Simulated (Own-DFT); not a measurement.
## Calculated data, Hf36O71 (tetragonal hafnia with one neutral oxygen vacancy, atoms displaced)

All values are calculated (Own-DFT development build). A calculation, not a measurement: plane-wave PBE and HSE06 DFT by an unreviewed code, no spin, of a simulated cell at Gamma alone, so results move with cell size and shape, stress positive in tension, energies less offsets, not probed for a lower state with spin; hafnium file: forces about 75 meV/angstrom off all-electron values; oxygen file: force components 24 meV/angstrom off all-electron in a glass; k mesh not checked against a denser one; forces and stress are PBE's, HSE06 gives the energy alone, and its difference from PBE has offsets of its own; offsets are fitted by least squares, one for each functional and potential file, so energies compare only between cells with the same atoms and settings and are not formation energies; the far tail of each file's local potential was reset to the Coulomb form; each entry is a single point on an unrelaxed cell, so the pressure reflects the starting lattice, taken from the Materials Project, from which strain is counted, and rises with the displacements; printed positions are rounded, which can move forces by about a meV/angstrom; the program is a retired in-house code; no spin-orbit coupling.

Settings shared by all entries: first functional PBE; second functional HSE06; exact exchange share 0.25; screening 0.11 1/bohr; exchange divergence Gygi-Baldereschi; potential files PseudoDojo norm-conserving, scalar-relativistic, made for PBE, standard set; wave cutoff 48 hartree; occupations fixed; k mesh 1 x 1 x 1 centred on Gamma.

(1) Hf36O71 (tetragonal hafnia with one neutral oxygen vacancy, atoms displaced)

```
cell vectors (Å)
  10.7800     0.0000     0.0000
   0.0000    10.7800     0.0000
   0.0000     0.0000    10.4493
atoms (fractions of the cell vectors)
Hf  0.00614  0.98701  0.99806
Hf  0.16920  0.15434  0.25345
O   0.00541  0.16705  0.14275
O   0.16492  0.99226  0.35157
O   0.99962  0.17429  0.40795
O   0.16356  0.99792  0.10786
Hf  0.99518  0.99453  0.49474
Hf  0.17117  0.16859  0.75085
O   0.99564  0.16927  0.63036
O   0.15686  0.00024  0.84798
O   0.99706  0.15649  0.89692
O   0.16408  0.99707  0.58767
Hf  0.99890  0.33307  0.99544
Hf  0.16250  0.49921  0.25596
O   0.00643  0.50317  0.15894
O   0.17374  0.33804  0.33101
O   0.99239  0.49504  0.39857
O   0.15990  0.33294  0.11541
Hf  0.00460  0.33076  0.50205
Hf  0.16458  0.49451  0.75592
O   0.99577  0.51030  0.64843
O   0.17068  0.34240  0.84958
O   0.99645  0.48757  0.89379
O   0.16366  0.33458  0.58965
Hf  0.98558  0.67353  0.00177
Hf  0.16006  0.82409  0.25382
O   0.00509  0.83651  0.16540
O   0.16096  0.66112  0.34857
O   0.00394  0.83853  0.39689
O   0.16630  0.66561  0.09719
Hf  0.01660  0.67708  0.49585
Hf  0.16270  0.84596  0.75921
O   0.99447  0.83132  0.65790
O   0.16999  0.66602  0.85598
O   0.00187  0.83968  0.89248
O   0.17071  0.66342  0.59462
Hf  0.32638  0.00034  0.00481
Hf  0.50891  0.18174  0.25653
O   0.33042  0.17995  0.15597
O   0.50666  0.01224  0.33276
O   0.32603  0.16814  0.40501
O   0.49129  0.99325  0.09621
Hf  0.33243  0.99831  0.50133
Hf  0.50107  0.18354  0.74508
O   0.33416  0.16941  0.65031
O   0.49038  0.00065  0.84928
O   0.33074  0.17686  0.92119
O   0.51895  0.01142  0.58502
Hf  0.34307  0.33343  0.99489
Hf  0.49810  0.51372  0.24418
O   0.33646  0.50192  0.14607
O   0.48129  0.34500  0.36037
O   0.32018  0.48384  0.40442
O   0.50049  0.33726  0.09771
Hf  0.33853  0.34141  0.50054
Hf  0.49583  0.50475  0.75919
O   0.32276  0.49721  0.65550
O   0.50247  0.32478  0.86041
O   0.31623  0.50816  0.90218
O   0.50138  0.32375  0.60740
Hf  0.33347  0.66224  0.00300
Hf  0.49581  0.84505  0.25090
O   0.33045  0.83295  0.15264
O   0.48893  0.67660  0.34051
O   0.33391  0.84526  0.40077
O   0.48375  0.66769  0.09146
Hf  0.33520  0.65955  0.51190
Hf  0.51246  0.84164  0.74775
O   0.31858  0.84438  0.65880
O   0.48015  0.66101  0.85257
O   0.32859  0.83887  0.90278
O   0.51462  0.66071  0.59956
Hf  0.66539  0.99945  0.00593
Hf  0.83662  0.16813  0.24327
O   0.66019  0.16425  0.14210
O   0.80563  0.00025  0.32465
O   0.67483  0.17509  0.41208
O   0.83457  0.00470  0.11030
Hf  0.66296  0.01019  0.50379
Hf  0.83551  0.16967  0.76375
O   0.84057  0.01498  0.84372
O   0.66404  0.17326  0.90905
O   0.81428  0.99295  0.60549
Hf  0.66237  0.32812  0.00304
Hf  0.83839  0.50450  0.24590
O   0.66419  0.50923  0.15566
O   0.83606  0.32982  0.34940
O   0.67467  0.49755  0.40159
O   0.83124  0.32832  0.09805
Hf  0.65886  0.33387  0.50280
Hf  0.83197  0.50238  0.74764
O   0.66834  0.49286  0.65476
O   0.84468  0.33747  0.83237
O   0.67074  0.50899  0.90581
O   0.82654  0.34355  0.60567
Hf  0.66809  0.65540  0.99691
Hf  0.85085  0.82665  0.25933
O   0.67130  0.84364  0.15073
O   0.83068  0.67750  0.34388
O   0.65569  0.84642  0.40517
O   0.81257  0.66735  0.08749
Hf  0.65974  0.66176  0.49471
Hf  0.84410  0.83575  0.74683
O   0.66276  0.83016  0.64177
O   0.82524  0.66773  0.85030
O   0.67692  0.83244  0.91392
O   0.82821  0.66670  0.58839
```

```
PBE energy of cell above offsets : -84.577 eV
HSE06 less PBE above offsets     : 0.795 eV
PBE pressure                     : 6.07 GPa
PBE stress xx                    : -4.29 GPa
PBE stress yy                    : -7.14 GPa
PBE stress zz                    : -6.77 GPa
PBE stress yz                    : -1.32 GPa
PBE stress xz                    : 0.9 GPa
PBE stress xy                    : -0.45 GPa
```

Force:
| element | x (eV/Å) | y (eV/Å) | z (eV/Å) |
| --- | --- | --- | --- |
| Hf | -1.942 | 4.891 | 2.239 |
| Hf | -0.068 | 3.035 | -0.794 |
| O | -0.794 | -0.417 | 1.159 |
| O | -0.581 | 0.13 | 0.114 |
| O | 0.126 | -3.39 | -2.344 |
| O | 0.103 | -0.203 | -0.886 |
| Hf | 0.104 | 4.315 | 1.574 |
| Hf | -1.536 | 0.946 | -1.077 |
| O | 0.495 | -0.809 | 3.275 |
| O | 0.769 | 2.32 | 0.76 |
| O | 1.077 | 1.833 | 0.224 |
| O | -1.16 | 0.188 | 1.336 |
| Hf | 1.492 | -1.809 | 1.835 |
| Hf | 1.539 | -2.047 | -2.061 |
| O | -3.061 | 1.097 | -2.08 |
| O | -0.766 | -2.342 | 2.814 |
| O | 0.469 | 2.091 | 0.224 |
| O | 0.011 | 0.665 | -3.818 |
| Hf | -2.986 | 1.155 | -0.115 |
| Hf | -1.963 | 2.958 | -0.313 |
| O | 1.162 | 0.14 | 0.388 |
| O | -0.237 | -3.688 | 0.122 |
| O | -0.067 | 3.17 | 1.291 |
| O | 1.332 | -0.045 | 1.627 |
| Hf | 2.566 | -2.532 | -1.105 |
| Hf | 4.902 | 0.884 | -0.693 |
| O | -1.063 | -0.977 | -3.925 |
| O | 0.124 | 1.697 | 1.587 |
| O | -0.548 | -0.878 | 0.365 |
| O | -2.081 | 0.775 | 0.468 |
| Hf | -2.951 | -4.108 | 1.298 |
| Hf | 1.791 | -3.617 | -0.44 |
| O | 2.827 | 0.042 | -2.604 |
| O | -1.797 | 0.962 | -1.626 |
| O | -1.069 | -2.503 | 0.994 |
| O | 0.145 | 0.669 | 0.255 |
| Hf | 1.812 | -0.95 | 0.355 |
| Hf | -2.279 | -0.718 | -0.509 |
| O | 1.373 | -0.782 | 0.519 |
| O | -0.585 | 0.789 | 1.118 |
| O | 0.158 | -0.62 | 0.512 |
| O | 0.457 | 0.339 | -0.656 |
| Hf | 0.184 | 1.371 | -0.353 |
| Hf | 1.388 | -3.146 | 0.046 |
| O | -0.74 | -0.67 | 1.371 |
| O | 0.877 | 0.687 | -1.301 |
| O | -1.144 | -3.456 | -2.946 |
| O | -7.542 | -0.151 | 3.922 |
| Hf | -2.904 | 2.625 | 3.521 |
| Hf | -0.719 | -0.481 | -0.181 |
| O | -0.399 | -0.091 | 1.015 |
| O | 2.205 | -0.502 | -1.094 |
| O | 0.315 | 6.42 | -0.45 |
| O | 0.983 | 0.14 | 1.094 |
| Hf | -1.389 | -4.034 | 0.717 |
| Hf | 0.825 | -0.256 | -0.828 |
| O | 2.996 | 0.424 | -0.749 |
| O | -0.486 | 3.385 | -0.336 |
| O | 1.614 | -2.904 | -0.774 |
| O | -0.722 | 0.69 | 0.201 |
| Hf | -3.091 | 1.913 | -1.021 |
| Hf | 1.849 | 0.711 | -1.301 |
| O | -1.101 | 0.25 | 0.652 |
| O | -0.032 | -1.892 | 1.385 |
| O | 0.263 | -2.262 | 0.716 |
| O | 4.812 | -0.252 | 1.812 |
| Hf | 0.599 | 0.522 | -1.411 |
| Hf | -1.272 | -0.086 | 1.302 |
| O | 3.333 | -0.511 | -1.093 |
| O | 1.419 | 1.34 | -1.443 |
| O | -0.751 | 0.131 | 0.391 |
| O | -4.598 | -0.523 | 1.184 |
| Hf | 0.003 | -1.173 | 1.374 |
| Hf | 0.765 | 0.089 | -0.127 |
| O | 0.429 | 0.787 | 1.254 |
| O | 2.109 | -0.02 | 2.939 |
| O | -1.195 | 0.299 | -1.138 |
| O | 1.166 | -0.344 | -3.585 |
| Hf | 4.723 | -1.525 | -4.329 |
| Hf | -0.281 | 1.703 | -4.175 |
| O | -0.557 | -4.704 | 1.794 |
| O | 0.614 | -1.216 | -1.516 |
| O | 3.443 | 0.265 | -0.22 |
| Hf | 0.657 | 0.802 | 0.459 |
| Hf | -0.365 | -2.008 | 2.299 |
| O | 0.053 | -0.307 | -0.274 |
| O | -0.282 | 1.041 | -1.338 |
| O | -0.82 | 0.608 | -0.488 |
| O | 0.007 | 0.846 | -0.589 |
| Hf | 3.126 | 1.159 | 1.057 |
| Hf | 0.811 | -0.225 | -1.853 |
| O | -2.477 | 0.702 | 0.621 |
| O | -0.578 | -0.371 | 2.924 |
| O | -0.789 | -4.629 | -1.998 |
| O | 0.487 | -0.874 | -1.725 |
| Hf | -4.671 | 4.428 | 0.499 |
| Hf | -6.065 | 4.7 | -2.016 |
| O | -0.714 | -0.411 | 1.116 |
| O | 0.206 | -3.434 | 0.707 |
| O | -0.404 | -2.538 | 0.077 |
| O | 6.538 | 0.185 | 3.059 |
| Hf | 3.357 | 2.223 | -0.817 |
| Hf | -5.081 | 0.381 | 0.563 |
| O | 0.299 | -0.207 | 2.14 |
| O | 1.619 | 0.693 | -0.236 |
| O | -1.032 | 0.442 | -2.068 |
| O | 0.831 | 0.577 | 0.154 |

(2) Hf36O71 (tetragonal hafnia with one neutral oxygen vacancy, atoms displaced)

```
cell vectors (Å)
  10.7800     0.0000     0.0000
   0.0000    10.7800     0.0000
   0.0000     0.0000    10.4493
atoms (fractions of the cell vectors)
Hf  0.99972  0.00087  0.00004
Hf  0.17170  0.16749  0.24037
O   0.00056  0.16807  0.14824
O   0.16394  0.00035  0.34752
O   0.99904  0.16521  0.39648
O   0.16661  0.99935  0.09445
Hf  0.00338  0.00019  0.49613
Hf  0.16610  0.16640  0.74961
O   0.99939  0.16650  0.65639
O   0.16505  0.99865  0.84310
O   0.99810  0.16709  0.90651
O   0.16408  0.00177  0.59542
Hf  0.99890  0.33039  0.99900
Hf  0.16864  0.50466  0.24964
O   0.99431  0.50023  0.15285
O   0.16662  0.33347  0.34618
O   0.00162  0.50018  0.40379
O   0.16598  0.33098  0.09936
Hf  0.00392  0.33550  0.49890
Hf  0.16649  0.49844  0.75385
O   0.99852  0.49806  0.65545
O   0.16505  0.33629  0.84599
O   0.99859  0.50258  0.90122
O   0.16645  0.33390  0.60131
Hf  0.00341  0.66710  0.00078
Hf  0.16967  0.83208  0.25598
O   0.99597  0.83290  0.15704
O   0.16791  0.66694  0.34841
O   0.99856  0.83501  0.40417
O   0.16711  0.66887  0.09626
Hf  0.00075  0.66410  0.49938
Hf  0.16557  0.82899  0.74643
O   0.00215  0.82915  0.65361
O   0.16807  0.66536  0.85112
O   0.99512  0.83342  0.90265
O   0.16991  0.66832  0.60082
Hf  0.33058  0.99778  0.00246
Hf  0.49601  0.16293  0.24825
O   0.33030  0.17280  0.15305
O   0.50357  0.00380  0.34836
O   0.33494  0.16051  0.40744
O   0.50206  0.00182  0.10068
Hf  0.33536  0.99891  0.49859
Hf  0.49811  0.16514  0.74691
O   0.33293  0.16893  0.64716
O   0.50096  0.00417  0.84888
O   0.33348  0.16425  0.90269
O   0.49806  0.00118  0.60087
Hf  0.33072  0.33811  0.00391
Hf  0.50343  0.50036  0.25336
O   0.33103  0.49769  0.15493
O   0.49764  0.33036  0.35051
O   0.33282  0.50236  0.40089
O   0.50163  0.34121  0.09943
Hf  0.33503  0.33815  0.49881
Hf  0.50123  0.49866  0.74553
O   0.33172  0.49535  0.64872
O   0.50212  0.33305  0.85412
O   0.33237  0.49871  0.90454
O   0.49968  0.33036  0.59465
Hf  0.33569  0.66720  0.00098
Hf  0.50108  0.83626  0.24737
O   0.33280  0.83199  0.15494
O   0.49589  0.66568  0.34895
O   0.33212  0.83504  0.40007
O   0.49891  0.66522  0.09706
Hf  0.33498  0.66827  0.50111
Hf  0.50049  0.82690  0.74665
O   0.33442  0.83327  0.64782
O   0.49231  0.66944  0.84324
O   0.33112  0.83141  0.90529
O   0.50337  0.66340  0.59384
Hf  0.66596  0.00284  0.99603
Hf  0.83203  0.16755  0.24907
O   0.66504  0.16979  0.15255
O   0.82810  0.99819  0.35297
O   0.66514  0.16745  0.40267
O   0.83357  0.00050  0.10061
Hf  0.67091  0.00029  0.49627
Hf  0.83533  0.16816  0.74886
O   0.66717  0.16924  0.65378
O   0.83032  0.00198  0.84605
O   0.66523  0.16777  0.90479
O   0.83223  0.00641  0.59705
Hf  0.66506  0.33613  0.99862
Hf  0.83172  0.50059  0.24676
O   0.66724  0.50162  0.14826
O   0.83464  0.33086  0.35283
O   0.66051  0.49738  0.40232
Hf  0.67205  0.33169  0.49716
Hf  0.83468  0.50321  0.74988
O   0.66723  0.49993  0.65363
O   0.83564  0.33395  0.84388
O   0.66409  0.50030  0.89834
O   0.82849  0.32939  0.59386
Hf  0.66952  0.66832  0.00164
Hf  0.83657  0.83286  0.24987
O   0.67011  0.83397  0.15367
O   0.82949  0.66933  0.34914
O   0.67044  0.83166  0.40065
O   0.83006  0.67315  0.09876
Hf  0.66715  0.66511  0.50332
Hf  0.83923  0.83032  0.75228
O   0.66886  0.83413  0.65170
O   0.83528  0.66986  0.85168
O   0.66464  0.83076  0.90360
O   0.82993  0.66765  0.59486
```

```
PBE energy of cell above offsets : -101.079 eV
HSE06 less PBE above offsets     : -0.163 eV
PBE pressure                     : 0.83 GPa
PBE stress xx                    : -1.04 GPa
PBE stress yy                    : 0 GPa
PBE stress zz                    : -1.46 GPa
PBE stress yz                    : 0.55 GPa
PBE stress xz                    : -0.01 GPa
PBE stress xy                    : 0 GPa
```

Force:
| element | x (eV/Å) | y (eV/Å) | z (eV/Å) |
| --- | --- | --- | --- |
| Hf | -0.763 | -0.051 | 0.099 |
| Hf | -2.09 | 0.21 | 2.066 |
| O | -0.276 | 0.308 | 0.11 |
| O | 0.143 | -0.115 | -0.634 |
| O | 0.032 | 0.367 | 0.744 |
| O | -0.102 | 0.103 | 0.461 |
| Hf | -0.891 | 0.951 | 0.135 |
| Hf | 0.818 | -0.011 | -0.378 |
| O | 0.462 | 0.277 | -0.432 |
| O | -0.096 | -0.233 | 0.247 |
| O | 0.235 | -0.191 | -0.54 |
| O | 0.571 | -0.251 | 0.149 |
| Hf | -0.677 | 0.513 | 0.361 |
| Hf | -0.358 | -1.104 | 0.135 |
| O | 0.806 | -0.073 | -0.125 |
| O | 0.099 | 0.127 | -0.044 |
| O | -0.008 | 0.276 | -0.067 |
| O | -0.421 | 0.31 | -0.349 |
| Hf | -0.386 | -1.213 | -0.027 |
| Hf | 0.178 | 0.124 | -0.48 |
| O | 0.244 | 0.309 | -0.602 |
| O | -0.004 | -0.753 | 0.609 |
| O | 0.114 | -0.264 | 0.413 |
| O | -0.208 | 0.079 | -0.557 |
| Hf | -0.862 | 0.013 | -0.005 |
| Hf | -0.647 | 0.668 | -0.497 |
| O | 1.897 | -0.031 | -0.565 |
| O | -0.248 | 0.06 | 0.379 |
| O | 0.321 | -0.96 | 0.067 |
| O | 0.001 | -0.258 | 0.608 |
| Hf | -0.28 | 0.678 | 0.226 |
| Hf | 0.773 | 0.443 | 0.466 |
| O | -0.441 | -0.088 | -0.245 |
| O | -0.3 | 0.273 | -0.279 |
| O | 0.353 | 0.037 | 0.1 |
| O | -0.615 | -0.178 | -0.398 |
| Hf | 0.967 | 0.163 | -1.334 |
| Hf | 0.975 | 1.042 | 0.709 |
| O | 1.339 | -0.435 | -0.732 |
| O | -0.262 | -1.177 | -0.136 |
| O | -0.207 | 1.165 | -1.121 |
| O | -0.872 | -0.136 | -0.05 |
| Hf | -0.058 | 0.47 | 0.957 |
| Hf | 0.162 | 0.26 | 0.105 |
| O | -0.499 | -0.105 | 0.871 |
| O | 0.015 | -1.352 | -0.028 |
| O | -0.486 | 0.462 | 0.46 |
| O | 0.421 | -0.116 | -0.571 |
| Hf | 1.113 | -0.733 | -0.591 |
| Hf | -0.332 | -0.708 | -0.057 |
| O | 0.232 | 0.176 | -0.205 |
| O | -0.405 | 0.307 | -0.75 |
| O | -0.21 | 0.144 | 0.064 |
| O | -0.53 | -0.231 | -0.036 |
| Hf | 0.056 | -1.146 | 0.146 |
| Hf | -0.086 | -0.833 | 0.77 |
| O | 0.317 | 0.401 | 0.376 |
| O | -0.28 | 0.245 | -1.043 |
| O | -0.108 | 0.456 | -0.205 |
| O | 0.305 | 0.616 | 0.459 |
| Hf | -0.115 | -0.173 | -0.356 |
| Hf | 0.897 | -0.366 | 0.588 |
| O | 0.119 | 0.244 | -0.244 |
| O | 0.086 | 0.714 | -0.411 |
| O | -0.027 | -0.401 | -0.054 |
| O | 0.416 | 0.134 | 0.073 |
| Hf | 0.179 | -0.064 | -0.4 |
| Hf | 0.551 | 2.117 | 0.123 |
| O | -0.181 | -0.372 | 0.417 |
| O | 0.032 | -1.224 | 0.157 |
| O | 0.033 | 0.618 | -0.132 |
| O | -0.931 | 0.167 | 0.8 |
| Hf | 0.323 | -0.231 | 0.089 |
| Hf | 0.209 | -0.607 | 0.325 |
| O | 0.214 | 0.315 | 0.04 |
| O | 0.235 | 0.4 | -0.755 |
| O | 0.209 | -0.101 | -0.329 |
| O | 0.04 | 0.188 | -0.449 |
| Hf | -0.215 | -0.158 | 0.616 |
| Hf | -0.991 | -0.435 | -0.355 |
| O | -0.216 | -0.096 | 0.114 |
| O | 0.196 | -0.57 | 0.252 |
| O | 0.326 | 0.35 | 0.022 |
| O | 0.859 | -0.4 | 0.002 |
| Hf | -0.064 | -0.386 | 0.012 |
| Hf | -0.275 | -0.094 | 0.634 |
| O | 0.46 | -0.249 | 0.346 |
| O | -0.151 | 0.951 | -1.384 |
| O | 0.255 | 0.534 | -0.34 |
| Hf | -1.365 | -0.6 | 0.208 |
| Hf | -0.502 | -0.402 | 0.543 |
| O | 0.166 | 0.157 | -0.242 |
| O | 0.07 | 0.502 | 0.582 |
| O | 0.211 | 0.682 | 0.273 |
| O | 1.88 | 0.432 | 0.544 |
| Hf | -0.251 | -0.141 | -0.126 |
| Hf | -1.28 | 0.434 | 0.58 |
| O | -1.031 | -0.053 | -0.175 |
| O | 0.553 | -1.126 | -0.12 |
| O | -0.867 | -0.092 | 0.474 |
| O | 0.917 | -0.548 | -0.037 |
| Hf | 0.231 | 0.608 | -1.425 |
| Hf | -1.039 | 1.125 | -0.205 |
| O | -0.144 | -0.323 | 0.311 |
| O | -0.186 | -0.794 | -0.414 |
| O | -0.12 | 0.338 | -0.13 |
| O | 1.333 | -0.29 | 0.746 |
